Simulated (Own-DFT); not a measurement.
GaN (wurtzite, strained, atoms displaced) (calculated)

A calculation, not a measurement: plane-wave PBE density functional theory by an unreviewed code, no spin, of a simulated periodic cell, stress positive in tension, free energy of the whole cell less one offset for each atom, forces on such cells passed a denser k mesh, this cell's mesh not checked; offsets are fitted by least squares, one for each functional and potential file, so energies compare only between cells with the same atoms and settings and are not formation energies; the far tail of each file's local potential was reset to the Coulomb form; each entry is a single point on an unrelaxed cell, so the pressure reflects the starting lattice, mostly measured values (interpolated for alloys), from which strain is counted, and rises with the displacements; printed positions are rounded, which can move forces by about a meV/angstrom; the program, named Own-DFT, is a retired in-house code; no spin-orbit coupling. Program: Own-DFT development build.

```xyz
96
Lattice="12.7560 0.0000 0.0000 -4.7835 8.2853 0.0000 0.0000 0.0000 10.6552" Properties=species:S:1:pos:R:3:force_x:R:1:force_y:R:1:force_z:R:1 formula=GaN functional=PBE potential_files=PseudoDojo_norm-conserving,scalar-relativistic,standard_set_with_the_stringent_files_for_Ga wave_cutoff=96 occupations=Gaussian smearing_width=0.01 k_mesh=3_x_4_x_3_centred_on_Gamma free_energy_of_cell_above_offsets=-5.511 pressure=2.11 stress_xx=-4.63 stress_yy=-6.24 stress_zz=4.55 stress_yz=0.31 stress_xz=0.5 stress_xy=-0.49
Ga     0.0996     1.8466     0.0577       -1.7      -0.15     -0.716
Ga     1.6475     0.9564     2.7280     -0.385     -0.472     -1.007
N     -0.0642     1.8084     1.9959      2.617      1.352     -0.013
N      1.5845     0.8913     4.6409     -0.592       0.84      0.774
Ga    -0.0598     1.9025     5.3798      0.938     -0.575     -0.338
Ga     1.5681     0.9089     8.0240      0.304     -0.099       0.02
N     -0.0354     1.7921     7.3164      1.243      0.841      0.487
N      1.6554     1.0034    10.0101     -0.775     -1.491      -0.36
Ga    -1.5914     4.5104     0.0233     -0.337      1.299       -0.7
Ga     0.0914     3.7225     2.6375     -1.749     -1.014       0.98
N     -1.5336     4.6426     1.9596     -0.392      -1.15      0.752
N      0.0035     3.6249     4.6441      0.315      1.699     -0.127
Ga    -1.6027     4.6063     5.3424      0.293       0.31     -0.255
Ga     0.0232     3.6645     8.0220     -0.586      0.412     -0.709
N     -1.6097     4.6260     7.3145      0.048     -1.237      0.186
N      0.0326     3.7015     9.9725     -0.517      -0.83      0.281
Ga    -3.1373     7.3785     0.0132     -0.337     -0.331      0.035
Ga    -1.6220     6.4321     2.6503      0.514      0.249      1.001
N     -3.1664     7.3346     2.0306     -0.588      0.977     -0.194
N     -1.5432     6.5219     4.7343     -1.857     -1.403     -1.116
Ga    -3.2591     7.4334     5.3927      0.655     -1.576     -0.771
Ga    -1.5935     6.4314     7.9083      0.563      0.187      1.168
N     -3.1927     7.3277     7.3433     -0.907      0.907      0.012
N     -1.6140     6.4047    10.0348      1.041      0.204     -0.695
Ga     3.2174     1.7863     0.0593      0.201       1.02     -0.108
Ga     4.7742     0.9339     2.6609     -0.909     -0.114      0.861
N      3.1917     1.9261     1.9703      -0.32     -0.473      1.308
N      4.7942     0.8764     4.7380     -0.232      1.094     -1.392
Ga     3.1647     1.7715     5.3550      0.473      0.737       0.17
Ga     4.7272     0.9215     8.0410      1.385     -0.508      -0.41
N      3.1810     1.8407     7.3785     -0.558     -0.228     -0.645
N      4.7696     0.9014    10.0497      0.231     -0.211     -0.561
Ga     1.5695     4.5929    10.6274      0.586      0.964      0.305
Ga     3.1781     3.8083     2.7034      0.023     -1.032     -0.088
N      1.5244     4.6627     1.9725      1.582      0.018     -0.244
N      3.2057     3.6665     4.7050     -0.337      0.234     -0.182
Ga     1.6969     4.7643     5.3175     -0.966     -3.675       1.42
Ga     3.1981     3.6276     8.0320     -0.344      1.357     -0.005
N      1.5802     4.6758     7.3828      0.406     -1.515     -0.803
N      3.1565     3.6540    10.0621     -0.239       -0.4     -1.122
Ga     0.0677     7.3217     0.0027     -1.874      0.316       0.61
Ga     1.5501     6.4537     2.6988      0.306      0.043     -0.717
N      0.0036     7.3558     2.0783     -0.374      0.525     -0.915
N      1.5387     6.4258     4.6358      1.769      0.942     -0.843
Ga     0.0667     7.3467     5.2072     -1.507      0.775      2.241
Ga     1.6324     6.4492     8.0013     -1.153      1.125      0.141
N     -0.0358     7.4007     7.2442      0.699     -0.251      0.763
N      1.5910     6.5131     9.9932      1.255     -1.166     -0.186
Ga     6.3320     1.8286     0.0543      0.267      0.119     -0.668
Ga     7.9212     0.9027     2.6252      0.297      0.744      0.757
N      6.2748     1.8508     1.9953      1.656      0.008       0.09
N      7.9712     0.8981     4.6607       0.11      0.079     -0.677
Ga     6.3889     1.8126     5.3058      -0.01      0.705      0.697
Ga     8.0145     1.0097     8.0314     -0.396     -1.056     -0.543
N      6.4268     1.8560     7.3433     -1.035     -0.058     -0.043
N      7.9722     1.0153     9.9963      -0.55     -1.404      0.394
Ga     4.7161     4.5784    10.5512      0.921     -0.777      1.797
Ga     6.4659     3.6941     2.5849     -2.821     -0.268      1.892
N      4.7246     4.6344     2.0132      1.126       0.26     -0.619
N      6.3932     3.6799     4.7234     -0.127     -0.248     -0.819
Ga     4.7980     4.6306     5.3672      0.486     -0.372     -0.493
Ga     6.3894     3.6959     7.9584     -0.681      -0.17      0.448
N      4.7381     4.6826     7.3337      0.439     -1.183      0.469
N      6.3862     3.6459    10.0439     -0.832      0.313      -0.92
Ga     3.2423     7.3796    10.6252     -0.443      0.164       0.23
Ga     4.7479     6.5026     2.6168      0.963     -0.906      1.027
N      3.1439     7.3721     2.0473      0.075      0.072     -1.026
N      4.8337     6.4567     4.7050     -0.709      0.383     -0.667
Ga     3.1705     7.3351     5.2741      0.922      0.578      0.835
Ga     4.7940     6.4996     7.9525     -1.375     -0.495      0.831
N      3.1512     7.3666     7.3197      0.681      0.786      -0.14
N      4.7872     6.3457    10.0276      0.233      2.258     -0.823
Ga     9.5045     1.8745     0.0279      1.139      0.469     -0.745
Ga    11.2232     0.9677     2.6345     -1.474      -1.74      1.162
N      9.6196     1.8234     1.9649     -0.907     -0.489      0.714
N     11.1293     0.9278     4.8676      0.613       1.22     -2.652
Ga     9.5664     1.9006     5.2889     -0.902     -1.618      1.494
Ga    11.2395     0.8335     7.9706     -1.606      2.261      1.627
N      9.6052     1.8418     7.3474      0.085     -0.192     -0.451
N     11.0938     0.9237    10.0077      1.221     -0.041     -0.021
Ga     7.8890     4.6425     0.0107      0.994     -0.646       0.41
Ga     9.6806     3.6015     2.6401     -1.041       1.48       0.51
N      7.9367     4.5859     2.0383      2.356      0.384     -0.869
N      9.5099     3.6374     4.7058      1.115      1.649     -1.322
Ga     7.9894     4.6366     5.3477     -0.825      -1.73      0.019
Ga     9.5218     3.6327     7.9891      0.645      1.045      0.474
N      7.9380     4.6357     7.3062      0.479     -0.748      0.213
N      9.5235     3.7478    10.0132      0.006     -0.931     -0.183
Ga     6.4070     7.3577     0.0426      0.034     -0.015     -0.499
Ga     7.9487     6.4381     2.6199      1.305     -0.786      1.358
N      6.4576     7.3276     2.0423     -1.971       1.49     -0.505
N      7.8484     6.3513     4.7321      1.846      2.475     -1.126
Ga     6.4381     7.4613     5.3326     -1.502     -2.072      0.483
Ga     7.8972     6.4254     7.8669      0.761       0.46      1.858
N      6.3046     7.4156     7.3712      1.304     -1.503     -1.196
N      8.0255     6.4050    10.0507     -0.788      1.517     -1.076
```

Units: wave_cutoff in hartree; smearing_width, free_energy_of_cell_above_offsets in eV; pressure, stress_xx, stress_yy, stress_zz, stress_yz, stress_xz, stress_xy in GPa; force_x, force_y, force_z in eV/Å.
